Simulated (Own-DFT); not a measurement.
# Which arrangement is lower? C36Si36, 72 atoms

No measurement is shown. These are fixed-geometry runs of a retired plane-wave code named Own-DFT, which no person has reviewed; spin and spin-orbit coupling are neglected.

Settings: PBE; PseudoDojo norm-conserving scalar-relativistic files; cutoff 42 hartree; 4 x 4 x 3 k mesh centred on Gamma; Fermi-Dirac smearing of 0.1 eV.

Limits: forces on such cells passed a denser k mesh, each cell not checked; stress not checked against mesh or cutoff.

All cells hold the same atoms in the same cell, with vectors in Å (9.248, 0.000, 0.000); (-4.624, 8.009, 0.000); (0.000, 0.000, 10.068). Every atom was moved at random from its ideal site; u is the rms move along one axis. E is the free energy of the whole cell, counted from the lowest run. The arrangements:

- A: 2H SiC
- B: 4H SiC

```
arrangement,u (Å),E (eV),P (GPa)
A,0.0278,0.142,3.76
A,0.0281,0.336,3.87
A,0.0286,0.173,3.73
A,0.0578,8.073,6.60
A,0.0607,8.218,6.47
A,0.0624,8.097,6.00
B,0.0289,0.074,3.73
B,0.0297,0.000,3.68
B,0.0299,0.222,3.80
B,0.0629,8.966,6.46
B,0.0634,8.544,6.88
B,0.0640,9.233,6.87
```

Question: which arrangement lies lowest after the energy of the random moves is removed?

## Worked answer

Fit E = a + b u², with one b for all and one a for each arrangement, and with residuals divided by u², since the noise grows with the moves. Then b = 2787 eV/Å², the scatter at u = 0.04 Å is 0.23 eV, and against A:

- B: -0.33 ± 0.09 eV (lower)

The cells share one lattice and weren't relaxed, which can shift such small differences either way.
